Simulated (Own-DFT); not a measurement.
# Computed records: In3GaP4 (zincblende random alloy, strained, atoms displaced), AlGa7N8 (wurtzite random alloy, atoms displaced)

All values are calculated (Own-DFT development build). A calculation, not a measurement: plane-wave PBE density functional theory by an unreviewed code, no spin, of a simulated periodic cell, stress positive in tension, free energy of the whole cell less one offset for each atom, forces on such cells passed a denser k mesh, this cell's mesh not checked; offsets are fitted by least squares, one for each functional and potential file, so energies compare only between cells with the same atoms and settings and are not formation energies; the far tail of each file's local potential was reset to the Coulomb form; each entry is a single point on an unrelaxed cell, so the pressure reflects the starting lattice, mostly measured values, from which strain is counted, and rises with the displacements; printed positions are rounded, which can move forces by about a meV/angstrom; the program is a retired in-house code; no spin-orbit coupling.

Common to all runs: functional PBE; potential files PseudoDojo norm-conserving, scalar-relativistic, standard set; wave cutoff 42 hartree; occupations Fermi-Dirac; k mesh 3 x 3 x 3 centred on Gamma.

(1) In3GaP4 (zincblende random alloy, strained, atoms displaced)

```
cell vectors (Å)
  11.3066     0.0000     0.0000
   0.0000    11.3066     0.0000
   0.0000     0.0000    11.7278
atoms (fractions of the cell vectors)
In  0.99396  0.99911  0.99487
In  0.99842  0.25379  0.25350
In  0.24282  0.99829  0.23707
In  0.25054  0.25599  0.99784
P   0.12886  0.12003  0.12923
P   0.11758  0.37495  0.37743
P   0.37662  0.12790  0.37721
P   0.37062  0.37752  0.12550
In  0.00102  0.99603  0.49887
In  0.00538  0.25004  0.75585
In  0.24709  0.00515  0.74686
In  0.25178  0.25214  0.50484
P   0.12250  0.12709  0.62991
P   0.12892  0.37322  0.87812
P   0.37627  0.12982  0.87941
P   0.36912  0.37244  0.63213
In  0.99752  0.50193  0.00224
Ga  0.99223  0.75351  0.24936
Ga  0.24942  0.50105  0.24988
Ga  0.25368  0.74538  0.00222
P   0.12295  0.61656  0.12267
P   0.12881  0.87718  0.38075
P   0.37411  0.61951  0.37652
P   0.37608  0.87446  0.12759
In  0.99645  0.49621  0.51030
Ga  0.99903  0.74565  0.74957
In  0.25686  0.50587  0.75278
In  0.24843  0.74522  0.49805
P   0.13507  0.63822  0.63002
P   0.12138  0.87256  0.87504
P   0.37224  0.62112  0.87232
P   0.37636  0.87764  0.62782
In  0.50466  0.99141  0.99845
In  0.50237  0.24815  0.24686
In  0.75276  0.99682  0.24988
In  0.75134  0.25628  0.00043
P   0.63024  0.11918  0.12887
P   0.62177  0.36700  0.37566
P   0.87467  0.12748  0.37906
P   0.87498  0.37231  0.11553
Ga  0.49842  0.00262  0.50373
Ga  0.50021  0.25365  0.74464
In  0.75058  0.99762  0.75902
In  0.75408  0.25004  0.50128
P   0.62302  0.12306  0.62522
P   0.63117  0.37563  0.87701
P   0.87316  0.11910  0.87110
P   0.87020  0.37842  0.62812
Ga  0.49081  0.50119  0.99573
In  0.49872  0.74883  0.25596
Ga  0.75010  0.50050  0.25306
In  0.75169  0.75011  0.99838
P   0.62534  0.61735  0.12306
P   0.62610  0.87772  0.37581
P   0.87360  0.62992  0.37271
P   0.88141  0.87546  0.13307
In  0.49798  0.50219  0.51194
In  0.48789  0.74602  0.75123
In  0.74941  0.49972  0.75364
In  0.75566  0.75001  0.49730
P   0.62206  0.62883  0.62102
P   0.62356  0.87818  0.88115
P   0.87705  0.63275  0.87555
P   0.87828  0.86900  0.62335
```

* smearing width: 0.1 eV
* free energy of cell above offsets: -28.656 eV
* pressure: 6.11 GPa
* stress xx: -6.65 GPa
* stress yy: -6.72 GPa
* stress zz: -4.97 GPa
* stress yz: -0.04 GPa
* stress xz: -0.13 GPa
* stress xy: 0.27 GPa

Force:
```
element  x (eV/Å)  y (eV/Å)  z (eV/Å)
     In      0.85    -0.061     0.864
     In    -0.122     -0.61     -0.82
     In     1.372    -0.798     2.399
     In     0.062        -1      0.92
      P    -1.863     1.948    -1.841
      P     1.591      1.08    -0.211
      P     0.041    -1.238     0.226
      P       0.5     1.255     0.239
     In    -0.128     0.663     0.435
     In    -0.761     0.295    -0.232
     In      0.47    -0.404     1.007
     In    -0.565    -0.426    -0.718
      P    -0.229    -0.015    -1.107
      P     -0.68     1.298    -0.552
      P      0.98    -0.002    -1.105
      P     1.339    -0.199     0.399
     In     0.043    -0.269    -1.054
     Ga      1.18    -0.483     0.456
     Ga    -0.284    -0.181      0.21
     Ga    -0.532     0.252     0.056
      P     1.206     1.849     1.503
      P    -0.622    -0.886    -1.788
      P    -0.641    -0.724    -0.664
      P    -0.422    -1.246    -1.053
     In     0.729     1.373    -0.568
     Ga     0.297     0.586     0.066
     In    -1.694    -1.041    -0.546
     In     1.067     1.029    -0.446
      P    -2.096    -1.228      1.03
      P     0.602    -1.316    -0.156
      P     0.585     0.773     2.946
      P     0.121     0.611    -1.312
     In    -1.115     1.659     0.997
     In    -0.345    -0.094    -0.234
     In     0.143     0.332     0.724
     In    -0.535    -1.812    -0.225
      P    -0.331     0.515    -0.986
      P     0.832     1.816    -0.087
      P     0.274    -0.614    -0.423
      P    -0.106     1.102     2.398
     Ga     0.068    -0.081    -0.325
     Ga     0.199    -0.457     0.711
     In    -0.544    -0.592    -1.741
     In    -0.732    -0.042     0.229
      P    -0.753     0.097     0.291
      P    -2.705     0.112    -0.354
      P     0.228     1.576     0.715
      P      0.36    -0.838     0.708
     Ga     0.734    -0.355     0.477
     In     0.417    -0.304    -0.435
     Ga     -0.23    -0.408    -0.175
     In    -0.238     0.226     1.058
      P    -0.299    -0.561     0.099
      P    -0.881     0.507     1.059
      P       0.7    -1.126    -1.312
      P     0.034    -0.786    -0.533
     In    -0.125    -1.112    -1.125
     In      1.49     0.709    -0.094
     In    -0.185     1.083    -0.218
     In    -0.939     0.291     0.165
      P     0.759     0.351     1.113
      P     0.358    -1.773    -1.421
      P     0.749    -0.257    -1.121
      P     0.324    -0.048     1.484
```

(2) AlGa7N8 (wurtzite random alloy, atoms displaced)

```
cell vectors (Å)
  12.7175     0.0000     0.0000
  -6.3588    11.0137     0.0000
   0.0000     0.0000    10.3192
atoms (fractions of the cell vectors)
Ga  0.08430  0.15236  0.01033
Ga  0.17218  0.09261  0.24875
N   0.08417  0.16653  0.18136
N   0.15463  0.07546  0.43387
Ga  0.09824  0.17802  0.49879
Ga  0.16853  0.08521  0.74044
N   0.08342  0.17297  0.68281
N   0.15239  0.06811  0.91540
Ga  0.08475  0.41318  0.99446
Ga  0.17150  0.33376  0.26820
N   0.07105  0.39965  0.19243
N   0.15401  0.32278  0.44107
Ga  0.08927  0.42062  0.50047
Ga  0.16842  0.32653  0.75012
N   0.08739  0.41550  0.68572
N   0.16122  0.32869  0.94125
Ga  0.07583  0.66313  0.99686
Ga  0.15218  0.58237  0.24598
N   0.09347  0.66577  0.19905
N   0.16608  0.58818  0.43157
Al  0.09256  0.67007  0.50780
Ga  0.16998  0.57709  0.74539
N   0.07944  0.66623  0.68959
N   0.16745  0.59198  0.93435
Ga  0.08051  0.92463  0.00243
Ga  0.16661  0.84273  0.24268
N   0.07171  0.90355  0.20023
N   0.17510  0.83385  0.43625
Ga  0.08718  0.91264  0.51587
Ga  0.16151  0.82290  0.75116
N   0.07781  0.91031  0.68086
N   0.16472  0.82802  0.93832
Ga  0.33494  0.16849  0.01562
Ga  0.41907  0.07827  0.25403
N   0.34590  0.17865  0.18529
N   0.42834  0.08688  0.44467
Ga  0.33603  0.16475  0.50827
Ga  0.41325  0.07305  0.74835
N   0.33143  0.17517  0.69706
N   0.41412  0.08402  0.93878
Al  0.34056  0.41123  0.99884
Ga  0.41470  0.33487  0.24698
N   0.31526  0.41467  0.16804
N   0.41235  0.33983  0.44429
Ga  0.33895  0.42429  0.49926
Al  0.42335  0.33802  0.75528
N   0.32586  0.41638  0.68818
N   0.42889  0.33419  0.94413
Ga  0.33734  0.67326  0.99072
Ga  0.41868  0.58840  0.27261
N   0.33676  0.66839  0.18261
N   0.43045  0.58158  0.44087
Al  0.33264  0.66447  0.50758
Ga  0.41401  0.57496  0.76302
N   0.33494  0.66244  0.69169
N   0.41618  0.58368  0.94467
Ga  0.34971  0.93568  0.01514
Al  0.41237  0.82630  0.24652
N   0.33156  0.91818  0.18610
N   0.42286  0.84199  0.44324
Ga  0.32668  0.91462  0.49190
Al  0.42190  0.84007  0.74727
N   0.32643  0.91151  0.69067
N   0.42577  0.85186  0.94625
Ga  0.58891  0.17579  0.00457
Ga  0.66642  0.08558  0.25806
N   0.56953  0.16231  0.19423
N   0.65914  0.08781  0.42944
Ga  0.58084  0.16325  0.49099
Ga  0.66133  0.08015  0.75892
N   0.58287  0.16345  0.68691
N   0.66450  0.08027  0.93719
Ga  0.58835  0.42752  0.99882
Ga  0.66831  0.33337  0.26060
N   0.57087  0.41656  0.19311
N   0.67077  0.33578  0.44102
Ga  0.58709  0.41994  0.49809
Ga  0.68299  0.33630  0.75722
N   0.59023  0.41654  0.68895
N   0.67199  0.33953  0.94064
Ga  0.58426  0.65888  0.99459
Ga  0.67873  0.58135  0.24339
N   0.58678  0.66424  0.19623
N   0.67322  0.58664  0.43353
Ga  0.57949  0.67378  0.50137
Ga  0.66508  0.58223  0.74227
N   0.58259  0.66290  0.69519
N   0.65690  0.57875  0.94207
Ga  0.57365  0.91150  0.00309
Al  0.67248  0.82980  0.26734
N   0.58592  0.92804  0.20237
N   0.65271  0.81619  0.44225
Ga  0.57583  0.90860  0.50331
Ga  0.66923  0.84041  0.76195
N   0.59822  0.92476  0.68952
N   0.67593  0.83319  0.92133
Ga  0.82895  0.16036  0.00491
Ga  0.91197  0.08025  0.25214
N   0.83437  0.16138  0.18815
N   0.92951  0.09743  0.43892
Al  0.83938  0.17245  0.49383
Ga  0.92200  0.08071  0.73964
N   0.83360  0.17136  0.67193
N   0.91855  0.07806  0.94235
Ga  0.83584  0.41504  0.00138
Ga  0.92260  0.33950  0.24996
N   0.82924  0.41231  0.20563
N   0.91229  0.34356  0.43140
Ga  0.83860  0.42009  0.50766
Ga  0.92225  0.33899  0.73269
N   0.81845  0.41312  0.69509
N   0.92842  0.33669  0.94269
Ga  0.82591  0.65687  0.01001
Ga  0.92664  0.58181  0.24666
N   0.83669  0.65995  0.19509
N   0.92486  0.58593  0.42859
Ga  0.82522  0.66866  0.51562
Ga  0.92901  0.58389  0.75789
N   0.82385  0.65358  0.70322
N   0.92807  0.59672  0.93942
Ga  0.83494  0.91817  0.99909
Ga  0.90556  0.82760  0.25310
N   0.83045  0.92108  0.19684
N   0.90377  0.83247  0.44335
Ga  0.82330  0.90601  0.51297
Ga  0.90902  0.83452  0.74613
N   0.84292  0.92128  0.68969
N   0.92332  0.82806  0.94732
```

- smearing width: 0.05 eV
- free energy of cell above offsets: 39.323 eV
- pressure: 11 GPa
- stress xx: -10.78 GPa
- stress yy: -9.72 GPa
- stress zz: -12.48 GPa
- stress yz: 0.55 GPa
- stress xz: 0.58 GPa
- stress xy: -1.84 GPa

Force:
```
element  x (eV/Å)  y (eV/Å)  z (eV/Å)
     Ga    -1.231     1.754     -3.59
     Ga    -0.131     -1.52      0.42
      N      0.13    -0.172     3.342
      N     2.381     0.633     0.894
     Ga    -0.886    -4.917     1.228
     Ga    -0.991    -0.717     -0.75
      N     1.234    -1.543    -0.039
      N     0.988      2.61     3.318
     Ga     1.213     1.372     1.738
     Ga    -1.251    -0.215    -4.458
      N     2.973     3.271    -1.082
      N     1.237     5.439     0.235
     Ga    -1.667    -0.171    -0.983
     Ga    -1.209     0.696     1.823
      N    -0.036     0.244    -0.248
      N     2.907     -0.33    -0.952
     Ga     3.598     2.678     2.056
     Ga     7.097    -4.043     1.054
      N    -5.846     4.003    -3.793
      N     2.098     0.103     2.374
     Al     -1.96    -0.453    -2.004
     Ga    -0.926     0.894     1.194
      N       2.3    -0.951     -1.95
      N     1.143    -1.327    -0.057
     Ga     2.281    -2.758     0.649
     Ga     1.545    -2.173     1.133
      N    -1.064     2.892    -1.798
      N    -2.753    -1.556    -0.136
     Ga     -1.06    -0.066    -6.191
     Ga    -0.435     2.095     1.633
      N     0.154     0.221     4.721
      N     0.186     1.651     0.885
     Ga     0.131    -0.497    -4.882
     Ga    -2.132     0.088      1.04
      N    -0.845    -2.848     3.119
      N    -4.622    -1.846    -1.217
     Ga    -0.741     0.667     -0.81
     Ga     -0.42     2.063     0.536
      N     1.807    -0.157    -0.794
      N     0.345      1.96    -0.178
     Al    -2.218     0.337    -1.045
     Ga    -1.921     1.434     1.325
      N       2.1     0.607     3.763
      N     1.643    -1.785    -1.124
     Ga    -1.036    -1.569     1.469
     Al     0.281    -0.167    -0.613
      N     2.566    -0.022     0.247
      N    -2.668    -0.278    -1.579
     Ga    -0.742    -0.248     1.213
     Ga     -0.05    -0.329    -6.521
      N    -0.456     0.045     1.227
      N    -4.607    -0.028     2.247
     Al    -0.172     0.661    -1.129
     Ga     0.267     0.872    -1.321
      N      0.28     1.935    -0.599
      N     0.402    -1.055     0.003
     Ga    -1.821    -2.483    -3.156
     Al     0.486     1.366     0.616
      N     0.815    -0.842     3.108
      N    -1.645    -3.429     -1.29
     Ga     2.576     1.545     1.811
     Al    -0.129    -0.456     0.475
      N     1.382     -0.67    -0.823
      N    -1.807     -3.13    -3.213
     Ga    -0.495     -1.03    -0.056
     Ga     0.296     1.086    -2.631
      N     3.309     2.227    -1.385
      N     3.621    -1.115     3.265
     Ga     1.965     2.877     2.879
     Ga     0.857     2.014     -2.08
      N     -0.47     0.209     0.395
      N    -0.178     0.591     1.712
     Ga     1.108    -3.065     1.889
     Ga    -1.606    -0.373    -1.054
      N     3.278     0.606    -0.989
      N    -0.606     -0.28     0.939
     Ga    -0.101     0.094     0.192
     Ga    -7.492    -4.651      1.42
      N    -1.523    -1.044     0.525
      N    -0.039     0.038     0.774
     Ga     -2.46     2.698     2.188
     Ga    -2.842    -0.691     1.871
      N    -0.188     1.272     -0.55
      N    -1.333     -0.45     0.836
     Ga     3.759     -4.64      3.35
     Ga     -0.79    -1.296     1.436
      N    -1.177     1.136    -0.803
      N      3.04     1.465    -1.772
     Ga      4.37     1.884      2.05
     Al    -1.474     0.087    -2.844
      N     0.322    -4.052    -1.331
      N     0.326     6.428    -0.912
     Ga     1.568     2.661     -0.23
     Ga     0.513    -1.031    -6.543
      N      -2.4    -1.914    -0.348
      N    -0.966    -0.788     8.286
     Ga     1.102     0.661    -0.878
     Ga     1.277     1.263     0.792
      N    -1.629     1.133     0.542
      N    -1.703    -1.457     0.398
     Al    -0.843    -0.046    -0.975
     Ga    -1.606     2.268     1.504
      N     0.306     -0.61     1.712
      N    -0.637     1.032    -1.271
     Ga     0.891     0.428     0.787
     Ga     -2.08    -2.582     0.319
      N     0.212     0.694    -3.142
      N     2.734    -2.012     2.014
     Ga    -1.732     1.267     -1.06
     Ga    -0.657    -1.497     1.904
      N     8.145     4.785    -2.933
      N    -3.163    -1.335    -1.683
     Ga     0.444     1.636    -1.418
     Ga    -0.883     0.043     0.978
      N     0.824     0.936     -1.21
      N     0.075     0.939     3.459
     Ga     2.031    -0.572    -1.542
     Ga    -3.244    -1.044    -0.387
      N     2.234     2.539     -0.91
      N    -3.386    -3.709     0.094
     Ga     0.488    -1.206     0.718
     Ga     0.423     0.378     0.731
      N    -0.093    -2.341    -0.778
      N     2.031    -0.515     0.039
     Ga    -0.333     2.133    -2.198
     Ga     3.039    -2.158     2.295
      N    -2.584    -0.706      0.14
      N    -2.939    -0.678    -1.094
```
